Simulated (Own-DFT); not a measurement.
Simulation results for GaN (wurtzite, strained, atoms displaced)

Computed with Own-DFT development build. A calculation, not a measurement: plane-wave PBE density functional theory by an unreviewed code, no spin, of a simulated periodic cell, stress positive in tension, free energy of the whole cell less one offset for each atom, forces on such cells passed a denser k mesh, this cell's mesh not checked; offsets are fitted by least squares, one for each functional and potential file, so energies compare only between cells with the same atoms and settings and are not formation energies; the far tail of each file's local potential was reset to the Coulomb form; each entry is a single point on an unrelaxed cell, so the pressure reflects the starting lattice, mostly measured values (interpolated for alloys), from which strain is counted, and rises with the displacements; printed positions are rounded, which can move forces by about a meV/angstrom; the program, named Own-DFT, is a retired in-house code; no spin-orbit coupling.

Common to all runs: functional PBE; potential files PseudoDojo norm-conserving, scalar-relativistic, standard set with the stringent files for Ga; wave cutoff 96 hartree; occupations Gaussian; smearing width 0.01 eV; k mesh 3 x 4 x 3 centred on Gamma.

```json
{"entry": 1, "formula": "GaN", "kind": "wurtzite, strained, atoms displaced", "structure": {"cell_angstrom": [[12.756, 0.0, 0.0], [-4.7835, 8.2853, 0.0], [0.0, 0.0, 10.5515]], "atoms_fractional": [["Ga", 0.084, 0.22446, 0.00093], ["Ga", 0.17108, 0.11058, 0.25577], ["N", 0.08771, 0.23381, 0.19055], ["N", 0.16963, 0.10507, 0.44324], ["Ga", 0.08201, 0.22067, 0.49976], ["Ga", 0.16244, 0.11688, 0.74916], ["N", 0.07983, 0.22096, 0.68937], ["N", 0.1687, 0.11024, 0.94251], ["Ga", 0.08375, 0.55829, 0.00607], ["Ga", 0.16564, 0.4343, 0.24792], ["N", 0.08616, 0.55311, 0.1845], ["N", 0.16497, 0.44645, 0.43673], ["Ga", 0.08957, 0.55302, 0.50498], ["Ga", 0.16335, 0.44111, 0.75006], ["N", 0.07674, 0.55246, 0.68442], ["N", 0.16893, 0.44117, 0.9323], ["Ga", 0.08816, 0.89932, 0.99943], ["Ga", 0.17398, 0.78067, 0.24773], ["N", 0.07905, 0.8854, 0.19129], ["N", 0.16764, 0.77711, 0.43654], ["Ga", 0.08648, 0.88772, 0.5033], ["Ga", 0.17739, 0.77988, 0.75565], ["N", 0.08738, 0.8911, 0.68698], ["N", 0.16307, 0.7716, 0.94623], ["Ga", 0.33369, 0.22455, 0.01069], ["Ga", 0.41781, 0.11798, 0.25697], ["N", 0.33212, 0.22381, 0.19574], ["N", 0.42402, 0.11283, 0.43541], ["Ga", 0.32645, 0.20973, 0.49589], ["Ga", 0.42125, 0.12491, 0.75229], ["N", 0.33508, 0.22145, 0.6797], ["N", 0.41856, 0.12056, 0.92932], ["Ga", 0.33103, 0.55324, 0.00174], ["Ga", 0.41866, 0.44061, 0.24677], ["N", 0.32459, 0.55379, 0.1881], ["N", 0.41499, 0.44972, 0.44379], ["Ga", 0.33016, 0.54744, 0.49892], ["Ga", 0.41553, 0.43428, 0.74574], ["N", 0.32649, 0.55145, 0.68335], ["N", 0.42628, 0.45126, 0.9408], ["Ga", 0.33665, 0.88533, 0.99596], ["Ga", 0.41175, 0.77986, 0.24874], ["N", 0.3339, 0.89012, 0.19256], ["N", 0.41567, 0.77549, 0.44066], ["Ga", 0.32596, 0.88408, 0.49724], ["Ga", 0.40803, 0.76743, 0.74411], ["N", 0.32925, 0.8876, 0.69166], ["N", 0.41475, 0.77833, 0.94673], ["Ga", 0.58803, 0.23095, 0.00072], ["Ga", 0.67039, 0.11548, 0.25882], ["N", 0.58353, 0.22744, 0.18867], ["N", 0.66505, 0.10491, 0.44148], ["Ga", 0.58083, 0.2141, 0.49728], ["Ga", 0.66625, 0.11408, 0.73814], ["N", 0.5823, 0.21681, 0.69032], ["N", 0.66836, 0.11068, 0.94152], ["Ga", 0.58749, 0.56117, 0.00747], ["Ga", 0.66274, 0.43548, 0.25012], ["N", 0.58311, 0.56166, 0.18622], ["N", 0.66462, 0.44849, 0.43424], ["Ga", 0.58658, 0.55802, 0.50047], ["Ga", 0.66676, 0.44476, 0.75411], ["N", 0.58526, 0.55553, 0.68262], ["N", 0.66722, 0.44446, 0.93859], ["Ga", 0.5832, 0.88155, 0.0069], ["Ga", 0.6624, 0.77144, 0.2534], ["N", 0.58925, 0.89761, 0.18178], ["N", 0.67551, 0.78739, 0.44523], ["Ga", 0.58359, 0.88482, 0.50272], ["Ga", 0.65976, 0.77599, 0.74814], ["N", 0.58085, 0.89429, 0.67879], ["N", 0.6728, 0.77886, 0.93718], ["Ga", 0.8354, 0.22267, 0.99511], ["Ga", 0.92571, 0.11798, 0.24326], ["N", 0.83073, 0.22102, 0.18776], ["N", 0.90816, 0.10575, 0.43319], ["Ga", 0.83355, 0.21725, 0.50062], ["Ga", 0.92037, 0.11612, 0.75765], ["N", 0.82991, 0.21096, 0.69073], ["N", 0.92037, 0.10805, 0.92746], ["Ga", 0.83942, 0.57341, 0.00239], ["Ga", 0.91396, 0.43588, 0.25334], ["N", 0.83089, 0.54906, 0.19448], ["N", 0.91179, 0.4373, 0.43785], ["Ga", 0.83837, 0.5552, 0.49898], ["Ga", 0.92104, 0.45089, 0.7543], ["N", 0.83121, 0.55218, 0.68333], ["N", 0.9179, 0.44759, 0.93734], ["Ga", 0.83026, 0.8895, 0.98939], ["Ga", 0.91912, 0.78318, 0.25035], ["N", 0.83543, 0.88489, 0.19017], ["N", 0.9162, 0.77169, 0.44236], ["Ga", 0.83454, 0.8832, 0.499], ["Ga", 0.91388, 0.76408, 0.7506], ["N", 0.83261, 0.89117, 0.69738], ["N", 0.91525, 0.77327, 0.94268]]}, "results": {"free_energy_of_cell_above_offsets [eV]": "-5.434", "pressure [GPa]": 3.8, "stress_xx [GPa]": -5.23, "stress_yy [GPa]": -5.54, "stress_zz [GPa]": -0.61, "stress_yz [GPa]": -0.08, "stress_xz [GPa]": 0.37, "stress_xy [GPa]": -0.84, "force_element": ["Ga", "Ga", "N", "N", "Ga", "Ga", "N", "N", "Ga", "Ga", "N", "N", "Ga", "Ga", "N", "N", "Ga", "Ga", "N", "N", "Ga", "Ga", "N", "N", "Ga", "Ga", "N", "N", "Ga", "Ga", "N", "N", "Ga", "Ga", "N", "N", "Ga", "Ga", "N", "N", "Ga", "Ga", "N", "N", "Ga", "Ga", "N", "N", "Ga", "Ga", "N", "N", "Ga", "Ga", "N", "N", "Ga", "Ga", "N", "N", "Ga", "Ga", "N", "N", "Ga", "Ga", "N", "N", "Ga", "Ga", "N", "N", "Ga", "Ga", "N", "N", "Ga", "Ga", "N", "N", "Ga", "Ga", "N", "N", "Ga", "Ga", "N", "N", "Ga", "Ga", "N", "N", "Ga", "Ga", "N", "N"], "force_x [eV/angstrom]": [0.168, -1.382, 1.146, -1.981, -0.666, 1.564, 0.301, -0.316, 0.091, -1.065, -0.5, 0.899, -1.983, -0.255, 1.552, -0.701, -0.226, -1.653, 1.517, -0.57, -0.65, -2.825, -0.178, 0.486, 0.629, 0.994, 0.452, -1.951, 1.975, 0.019, -0.967, 0.039, 0.518, -1.237, 2.001, 1.494, -0.646, -0.249, 0.804, -1.34, -1.574, 1.719, -0.052, -0.224, 1.762, 0.798, 1.561, 1.458, 0.372, -0.322, -0.13, -0.061, 0.702, 0.586, -0.777, -0.385, 0.437, 0.238, 0.34, 0.865, -0.47, 0.083, -0.493, 0.177, -0.089, 0.48, -0.547, -1.368, -0.449, 0.695, -0.14, -2.062, -0.588, -1.857, 1.061, 2.166, -0.41, -0.813, 0.347, -0.157, 0.228, 0.203, 0.018, 1.177, -1.035, -1.04, 0.219, 0.072, 1.566, -0.216, -1.071, 0.553, 0.534, -0.389, 0.558, 0.434], "force_y [eV/angstrom]": [-0.182, -0.774, -3.268, 0.177, -0.293, -1.058, 0.521, 1.415, -1.126, 3.183, 0.018, -1.284, 0.292, 0.366, 0.753, 0.237, -1.956, -1.184, 1.184, -0.605, -1.048, -0.809, -0.324, 1.407, 0.233, -0.846, -0.44, -0.929, 2.218, -1.543, -0.408, -0.695, 0.076, 1.793, 0.268, -1.496, 1.239, 1.459, -0.575, -0.811, 1.575, -0.409, 1.52, -0.015, 0.518, 1.358, 1.173, -0.969, -1.394, -0.586, -1.556, 0.524, 1.703, -0.845, 1.413, -0.33, -0.176, 2.047, -1.227, -0.957, 0.009, -0.146, -0.25, 1.222, 1.245, 1.953, -0.989, -1.674, -0.174, 0.587, -1.373, -0.784, -0.01, -1.487, -0.219, 0.25, 0.275, -1.199, 1.774, 0.771, -3.798, 1.121, 0.856, 0.314, -0.717, -1.409, -0.598, 0.137, 0.353, -1.695, 0.907, 1.097, 1.028, 1.898, -0.664, 2.836], "force_z [eV/angstrom]": [-0.154, -0.195, -1.336, -1.15, -0.072, 0.24, -0.878, -0.673, -0.697, 1.334, 1.35, -0.254, -0.893, -0.207, 0.816, 0.683, 0.719, 0.233, -0.483, -0.272, 0.117, 0.339, 1.019, -1.005, -1.484, -1.171, -0.661, 0.648, 0.669, -0.75, 0.616, 2.385, -0.144, 1.281, -0.149, -1.452, -0.056, 0.452, 0.627, -0.345, 0.8, 0.642, -1.198, -0.503, 0.778, 0.627, -1.014, -1.679, -0.116, -1.162, -0.22, -0.214, 0.927, 2.205, -1.099, -0.841, -1.363, 0.46, 0.769, 0.501, -0.299, -0.561, 1.04, 0.156, -1.708, 0.366, 2.454, -1.329, -1.111, -0.072, 2.031, -0.474, 0.413, 0.815, -0.544, 0.01, 0.679, -2.754, -0.575, 3.57, 1.462, -0.409, -0.766, 0.272, -0.213, -0.397, 0.62, 0.36, 1.556, 0.723, -0.971, -0.599, 1.347, -0.09, -0.876, -1.467]}}
{"entry": 2, "formula": "GaN", "kind": "wurtzite, strained, atoms displaced", "structure": {"cell_angstrom": [[12.756, 0.0, 0.0], [-4.7835, 8.2853, 0.0], [0.0, 0.0, 10.5515]], "atoms_fractional": [["Ga", 0.08234, 0.21952, 0.0027], ["Ga", 0.16649, 0.11295, 0.25547], ["N", 0.07919, 0.21084, 0.19165], ["N", 0.16639, 0.11418, 0.44252], ["Ga", 0.07207, 0.21379, 0.50139], ["Ga", 0.16968, 0.12077, 0.75], ["N", 0.08829, 0.22857, 0.69087], ["N", 0.16758, 0.1138, 0.93258], ["Ga", 0.07813, 0.54673, 0.00401], ["Ga", 0.17214, 0.45403, 0.25293], ["N", 0.08197, 0.5572, 0.18427], ["N", 0.15855, 0.44427, 0.43783], ["Ga", 0.08228, 0.55962, 0.49764], ["Ga", 0.16871, 0.44026, 0.74793], ["N", 0.09114, 0.55865, 0.68933], ["N", 0.16772, 0.45144, 0.93677], ["Ga", 0.08364, 0.88681, 0.00021], ["Ga", 0.16194, 0.77485, 0.24422], ["N", 0.08537, 0.88843, 0.18849], ["N", 0.16549, 0.76703, 0.432], ["Ga", 0.08426, 0.89252, 0.50422], ["Ga", 0.16829, 0.7785, 0.74668], ["N", 0.08262, 0.88828, 0.69046], ["N", 0.17096, 0.77447, 0.93819], ["Ga", 0.34064, 0.23217, 0.0085], ["Ga", 0.42098, 0.10941, 0.24119], ["N", 0.33681, 0.23577, 0.18956], ["N", 0.41962, 0.12224, 0.43866], ["Ga", 0.33937, 0.23053, 0.50641], ["Ga", 0.42322, 0.11582, 0.75228], ["N", 0.32838, 0.21241, 0.69059], ["N", 0.41573, 0.11275, 0.94471], ["Ga", 0.32511, 0.55417, 0.99701], ["Ga", 0.42039, 0.44258, 0.24921], ["N", 0.33428, 0.5608, 0.18164], ["N", 0.41456, 0.44327, 0.43708], ["Ga", 0.33025, 0.54385, 0.50221], ["Ga", 0.41114, 0.43407, 0.74395], ["N", 0.33064, 0.55423, 0.68627], ["N", 0.40236, 0.43071, 0.93959], ["Ga", 0.33479, 0.89874, 0.99793], ["Ga", 0.41428, 0.77123, 0.25164], ["N", 0.33669, 0.8976, 0.19251], ["N", 0.41607, 0.77874, 0.42647], ["Ga", 0.33527, 0.88855, 0.50522], ["Ga", 0.41416, 0.77407, 0.75527], ["N", 0.33529, 0.89508, 0.69005], ["N", 0.41426, 0.77998, 0.93693], ["Ga", 0.58724, 0.22074, 0.99539], ["Ga", 0.66321, 0.10761, 0.25371], ["N", 0.5884, 0.21749, 0.18931], ["N", 0.66464, 0.10011, 0.43797], ["Ga", 0.5847, 0.21903, 0.49504], ["Ga", 0.66171, 0.10747, 0.74269], ["N", 0.58497, 0.22022, 0.68618], ["N", 0.66489, 0.10853, 0.9393], ["Ga", 0.58071, 0.5437, 0.007], ["Ga", 0.6752, 0.46066, 0.25131], ["N", 0.58231, 0.5588, 0.18422], ["N", 0.66465, 0.45864, 0.43751], ["Ga", 0.57138, 0.54499, 0.49546], ["Ga", 0.67049, 0.44475, 0.74748], ["N", 0.58042, 0.54979, 0.69853], ["N", 0.66562, 0.43362, 0.93003], ["Ga", 0.5778, 0.89778, 0.99928], ["Ga", 0.66382, 0.78013, 0.25196], ["N", 0.5884, 0.89197, 0.18259], ["N", 0.66539, 0.77798, 0.43889], ["Ga", 0.58475, 0.89654, 0.49346], ["Ga", 0.66542, 0.77974, 0.74515], ["N", 0.59009, 0.88807, 0.68814], ["N", 0.6593, 0.76901, 0.93896], ["Ga", 0.8208, 0.20716, 0.0023], ["Ga", 0.91673, 0.10933, 0.24268], ["N", 0.8252, 0.21209, 0.19362], ["N", 0.91158, 0.11306, 0.44388], ["Ga", 0.83157, 0.22125, 0.49861], ["Ga", 0.91295, 0.11466, 0.74586], ["N", 0.83102, 0.22332, 0.67938], ["N", 0.91436, 0.11022, 0.93163], ["Ga", 0.83856, 0.56356, 0.00517], ["Ga", 0.92357, 0.44306, 0.25567], ["N", 0.82659, 0.54183, 0.186], ["N", 0.90794, 0.43348, 0.44148], ["Ga", 0.83174, 0.55486, 0.49882], ["Ga", 0.9217, 0.44898, 0.75283], ["N", 0.83292, 0.54959, 0.69519], ["N", 0.91265, 0.43809, 0.93876], ["Ga", 0.83283, 0.88938, 0.99945], ["Ga", 0.916, 0.77942, 0.2483], ["N", 0.82952, 0.88174, 0.18774], ["N", 0.91953, 0.77593, 0.43866], ["Ga", 0.82947, 0.8809, 0.50673], ["Ga", 0.91397, 0.77782, 0.74366], ["N", 0.83239, 0.90308, 0.6849], ["N", 0.91599, 0.78449, 0.93376]]}, "results": {"free_energy_of_cell_above_offsets [eV]": "-5.680", "pressure [GPa]": 3.56, "stress_xx [GPa]": -5.16, "stress_yy [GPa]": -5.64, "stress_zz [GPa]": 0.11, "stress_yz [GPa]": 0.3, "stress_xz [GPa]": 0.12, "stress_xy [GPa]": 0.1, "force_element": ["Ga", "Ga", "N", "N", "Ga", "Ga", "N", "N", "Ga", "Ga", "N", "N", "Ga", "Ga", "N", "N", "Ga", "Ga", "N", "N", "Ga", "Ga", "N", "N", "Ga", "Ga", "N", "N", "Ga", "Ga", "N", "N", "Ga", "Ga", "N", "N", "Ga", "Ga", "N", "N", "Ga", "Ga", "N", "N", "Ga", "Ga", "N", "N", "Ga", "Ga", "N", "N", "Ga", "Ga", "N", "N", "Ga", "Ga", "N", "N", "Ga", "Ga", "N", "N", "Ga", "Ga", "N", "N", "Ga", "Ga", "N", "N", "Ga", "Ga", "N", "N", "Ga", "Ga", "N", "N", "Ga", "Ga", "N", "N", "Ga", "Ga", "N", "N", "Ga", "Ga", "N", "N", "Ga", "Ga", "N", "N"], "force_x [eV/angstrom]": [0.076, 0.797, 0.089, 0.267, 0.921, -0.423, -1.022, 0.249, -0.113, -0.192, 0.535, 1.409, -0.252, -0.891, -0.976, -0.675, 0.21, 1.295, -0.936, -0.571, 0.758, -0.186, -0.096, -1.232, -1.188, -0.608, 0.245, 0.255, -0.616, -0.777, 1.08, 0.564, 1.566, -1.004, 0.229, -0.778, -1.504, 0.165, 0.967, 0.863, 0.099, 0.047, -0.276, 0.251, -0.347, 0.504, 0.638, -0.16, -0.675, 0.426, -1.313, -0.624, -0.387, 1.354, -0.492, -0.495, -0.601, -1.472, 0.597, 1.614, 1.014, -0.797, -0.061, -0.182, 1.528, 0.429, -1.216, -0.188, 0.039, 0.874, -2.653, 0.228, 1.579, -0.862, 1.195, 0.736, -0.276, 0.495, -0.125, -0.115, -0.436, -1.52, 1.942, 0.303, -0.028, 0.306, 0.049, 0.021, -1.089, 0.434, 0.154, -0.592, -0.141, -0.086, 1.13, 0.718], "force_y [eV/angstrom]": [0.163, -0.22, 1.79, 0.119, 1.034, -1.685, -1.202, -0.346, 0.661, -1.043, -0.61, -0.569, -1.026, 0.962, -0.348, -1.632, 0.604, 0.808, 0.369, 2.058, -0.421, 0.08, 0.339, -0.019, -2.065, 1.601, -2.411, -1.15, -1.66, -0.278, 0.9, 0.931, 0.517, 1.38, -0.956, -0.28, 1.486, 0.864, 0.128, 2.666, -1.454, 1.433, -2.021, -0.496, 0.255, 0.509, -0.442, -0.091, 0.263, -0.435, 1.511, 2.861, 0.682, 0.211, 0.456, -0.056, 0.748, -2.139, -0.249, -1.629, 2.285, -0.381, 0.169, 1.265, -2.218, -0.013, -0.45, -0.626, -3.037, -1.193, 0.14, 0.638, 1.533, -0.61, 1.129, -1.503, -0.695, 0.984, 0.497, 0.246, -0.964, -0.966, 1.99, 1.813, -0.082, -0.74, 1.208, 0.109, -0.448, -0.503, 0.507, 0.225, 0.782, 0.355, -2.128, -0.774], "force_z [eV/angstrom]": [-0.691, 0.007, -0.688, -0.102, 0.114, 0.601, -0.937, 1.375, -1.33, -0.217, 0.706, -0.077, 1.109, 0.841, -0.601, -0.151, -0.829, 0.813, -0.268, 0.418, -0.403, 0.986, -0.38, -0.003, -0.622, 1.475, 0.287, -0.346, -0.552, 0.406, -0.68, -1.06, 0.224, 0.107, 0.738, -0.579, -0.553, 1.769, -0.08, -1.039, 0.91, -1.571, -1.19, 2.709, -1.258, -0.846, -0.161, 0.232, 1.147, -0.131, -0.513, -0.517, 0.164, 0.836, -0.589, -1.727, -2.528, 0.217, 1.369, -0.161, 1.778, 0.425, -1.875, 1.382, 0.12, -0.255, 0.708, -0.102, 1.378, 1.764, -0.993, -0.144, 0.306, 1.477, -0.732, -1.367, 0.292, 0.505, 1.412, 0.914, -1.475, -0.436, 0.352, -0.746, 0.672, -0.087, -1.629, 0.389, -0.388, 0.32, -0.087, -0.082, -1.508, 0.782, 0.445, 0.304]}}
{"entry": 3, "formula": "GaN", "kind": "wurtzite, strained, atoms displaced", "structure": {"cell_angstrom": [[12.756, 0.0, 0.0], [-4.7835, 8.2853, 0.0], [0.0, 0.0, 10.5515]], "atoms_fractional": [["Ga", 0.07663, 0.21793, 0.00039], ["Ga", 0.1638, 0.11249, 0.25096], ["N", 0.08745, 0.22245, 0.18794], ["N", 0.16214, 0.12049, 0.44736], ["Ga", 0.08714, 0.21671, 0.50695], ["Ga", 0.18038, 0.1222, 0.74797], ["N", 0.07975, 0.21054, 0.68656], ["N", 0.16475, 0.10504, 0.93771], ["Ga", 0.08246, 0.55551, 0.004], ["Ga", 0.16878, 0.4565, 0.2487], ["N", 0.08153, 0.54436, 0.19808], ["N", 0.16437, 0.43881, 0.44524], ["Ga", 0.08095, 0.55135, 0.50623], ["Ga", 0.16775, 0.44858, 0.74702], ["N", 0.08382, 0.5545, 0.68291], ["N", 0.16789, 0.44357, 0.94093], ["Ga", 0.08668, 0.88999, 0.00614], ["Ga", 0.16577, 0.78231, 0.2465], ["N", 0.091, 0.90062, 0.18696], ["N", 0.17084, 0.78124, 0.44672], ["Ga", 0.08072, 0.88801, 0.49834], ["Ga", 0.16668, 0.77204, 0.74785], ["N", 0.08163, 0.87965, 0.69714], ["N", 0.17147, 0.77511, 0.93501], ["Ga", 0.33224, 0.22442, 0.00211], ["Ga", 0.39843, 0.1027, 0.25817], ["N", 0.33473, 0.23369, 0.19123], ["N", 0.41901, 0.10965, 0.43849], ["Ga", 0.33381, 0.22696, 0.50068], ["Ga", 0.41828, 0.11741, 0.75238], ["N", 0.33402, 0.2237, 0.68849], ["N", 0.41378, 0.10632, 0.93532], ["Ga", 0.32771, 0.5476, 0.9931], ["Ga", 0.41986, 0.44532, 0.2557], ["N", 0.33399, 0.55891, 0.19221], ["N", 0.41648, 0.43844, 0.43632], ["Ga", 0.34267, 0.55416, 0.49152], ["Ga", 0.4152, 0.43933, 0.75467], ["N", 0.3277, 0.55668, 0.68453], ["N", 0.41469, 0.44347, 0.93658], ["Ga", 0.33666, 0.89819, 0.9923], ["Ga", 0.41497, 0.7728, 0.24955], ["N", 0.33202, 0.89171, 0.18587], ["N", 0.41549, 0.78318, 0.43851], ["Ga", 0.34008, 0.88745, 0.49586], ["Ga", 0.41352, 0.76738, 0.75357], ["N", 0.33971, 0.88337, 0.68934], ["N", 0.41302, 0.77042, 0.94047], ["Ga", 0.57809, 0.21871, 0.99789], ["Ga", 0.66311, 0.10396, 0.253], ["N", 0.58317, 0.22429, 0.18814], ["N", 0.66805, 0.10775, 0.44234], ["Ga", 0.57988, 0.21643, 0.50039], ["Ga", 0.6645, 0.1144, 0.75618], ["N", 0.58532, 0.22111, 0.69237], ["N", 0.67189, 0.12062, 0.93795], ["Ga", 0.57604, 0.54719, 0.99168], ["Ga", 0.67003, 0.4387, 0.24362], ["N", 0.58227, 0.56542, 0.18363], ["N", 0.66953, 0.4486, 0.44266], ["Ga", 0.57742, 0.54954, 0.49996], ["Ga", 0.67415, 0.45385, 0.74961], ["N", 0.58518, 0.559, 0.6937], ["N", 0.66484, 0.44522, 0.93835], ["Ga", 0.58667, 0.89397, 0.00507], ["Ga", 0.66482, 0.77449, 0.24577], ["N", 0.58772, 0.88328, 0.19007], ["N", 0.65798, 0.77986, 0.43905], ["Ga", 0.58512, 0.89475, 0.50088], ["Ga", 0.67416, 0.77179, 0.75961], ["N", 0.58616, 0.89322, 0.68761], ["N", 0.66358, 0.7822, 0.94237], ["Ga", 0.83864, 0.2271, 0.99538], ["Ga", 0.91639, 0.11662, 0.24843], ["N", 0.83279, 0.21836, 0.18573], ["N", 0.91662, 0.1075, 0.43554], ["Ga", 0.82259, 0.20828, 0.49968], ["Ga", 0.91935, 0.1128, 0.75432], ["N", 0.83412, 0.23193, 0.69602], ["N", 0.91685, 0.10853, 0.92989], ["Ga", 0.83745, 0.56441, 0.99785], ["Ga", 0.91977, 0.44309, 0.25521], ["N", 0.8444, 0.55894, 0.18462], ["N", 0.92294, 0.45674, 0.43548], ["Ga", 0.83058, 0.55274, 0.50851], ["Ga", 0.91303, 0.43477, 0.74994], ["N", 0.83352, 0.55023, 0.69061], ["N", 0.9132, 0.44142, 0.94008], ["Ga", 0.83372, 0.88867, 0.00408], ["Ga", 0.91534, 0.78144, 0.24756], ["N", 0.83191, 0.88466, 0.18529], ["N", 0.91641, 0.77907, 0.44298], ["Ga", 0.83516, 0.89367, 0.50141], ["Ga", 0.91448, 0.78147, 0.75082], ["N", 0.83848, 0.89963, 0.68664], ["N", 0.91981, 0.77004, 0.94807]]}, "results": {"stress_yy [GPa]": null}}
```

Q: Give the missing stress yy for GaN (wurtzite, strained, atoms displaced) (entry 3).
A: -6.1 GPa

Further results for GaN (wurtzite, strained, atoms displaced) (entry 3):

| Item | Value |
| --- | --- |
| free energy of cell above offsets | -4.934 eV |
| pressure | 3.91 GPa |
| stress xx | -5.89 GPa |
| stress zz | 0.26 GPa |
| stress yz | -0.31 GPa |
| stress xz | -0.24 GPa |
| stress xy | 0.54 GPa |

Force:
```
element  x (eV/Å)  y (eV/Å)  z (eV/Å)
     Ga     1.335     0.253     0.093
     Ga     0.287     0.999     0.833
      N    -1.408     0.492    -0.351
      N     4.071    -2.361    -2.179
     Ga    -3.729     1.986     0.079
     Ga    -2.765    -2.753     1.046
      N     0.501     1.378     1.117
      N     0.095     1.085    -0.008
     Ga     0.131    -0.027     -0.12
     Ga     2.208    -2.247      1.79
      N    -1.652     2.548    -2.078
      N     0.665     0.679      -0.9
     Ga     0.771     0.508    -1.363
     Ga    -0.457    -1.215     0.151
      N    -0.537    -0.606     1.751
      N    -1.315    -0.815    -0.836
     Ga     0.452    -0.345    -1.451
     Ga     0.581     -1.01     1.328
      N    -0.657      -1.2     0.634
      N    -0.513      0.01    -1.366
     Ga     0.796     0.062     1.212
     Ga     0.373     0.541    -0.042
      N    -0.227     1.384    -1.092
      N    -0.963    -0.073     0.786
     Ga    -0.218    -0.653     0.266
     Ga     1.878     0.994    -1.062
      N     -0.04    -1.326    -0.335
      N    -1.253     0.351     0.329
     Ga      0.08    -1.597     0.174
     Ga      0.92    -1.487    -0.827
      N     1.504     0.798    -0.895
      N    -0.419     2.017     0.084
     Ga     0.521     1.227     1.705
     Ga    -0.314      1.02    -1.341
      N     0.426    -0.892    -0.748
      N     0.342     0.247      0.26
     Ga    -2.827     0.622     1.125
     Ga     -0.43     1.395    -0.914
      N     2.074    -1.007    -0.214
      N    -0.334    -0.755    -0.057
     Ga     0.371     -2.41     1.088
     Ga    -0.024     1.265    -0.021
      N     0.326    -0.321    -0.217
      N     2.276    -1.394    -1.142
     Ga    -2.192     0.244     1.924
     Ga     0.965     1.474    -0.166
      N    -1.453     1.144    -0.209
      N     0.486      0.92     0.143
     Ga     0.884     0.653     0.651
     Ga     0.032     0.637    -0.586
      N    -0.383    -1.455    -0.037
      N    -1.873     0.475    -1.371
     Ga     0.695     1.145     0.563
     Ga     0.855    -1.018    -0.523
      N    -1.134     0.985    -0.758
      N    -0.505    -0.955     0.742
     Ga     0.727     1.519     1.461
     Ga    -0.406      1.56     0.613
      N     0.979    -2.239    -0.188
      N     -0.55    -0.948    -0.754
     Ga     1.269     1.533     0.444
     Ga    -0.778    -1.578     0.403
      N    -0.268    -0.909    -0.695
      N     0.355     0.013    -0.201
     Ga    -0.935    -0.015    -0.552
     Ga     0.896     0.332     1.449
      N     -2.04     1.082    -0.324
      N     1.834    -0.927    -0.449
     Ga    -0.503    -1.261     1.181
     Ga    -1.803     1.838    -1.048
      N     0.336     -0.67     0.689
      N     1.405    -0.774      -0.3
     Ga     -0.55    -0.791     0.899
     Ga     0.937    -0.679     0.404
      N    -0.579      0.43     0.007
      N    -0.422     0.771     0.257
     Ga     2.482      2.35     0.954
     Ga    -0.543     0.474    -1.436
      N     0.486    -3.259    -1.731
      N    -0.329    -0.208     1.961
     Ga    -0.215    -2.883     1.023
     Ga    -0.787    -0.421    -0.272
      N    -1.119    -0.097     0.399
      N    -0.952    -1.701     0.996
     Ga     0.736      0.51    -1.103
     Ga     0.599     2.898     0.913
      N     0.065     1.284     0.233
      N     0.768     1.086    -0.515
     Ga     0.042    -0.387    -0.619
     Ga     0.811      -0.6     0.823
      N    -0.158     0.957     0.492
      N    -0.401    -0.304    -0.836
     Ga    -0.665    -0.902    -0.413
     Ga     1.304    -0.157     0.406
      N    -0.209    -1.376     0.477
      N    -1.094     2.829    -1.723
```
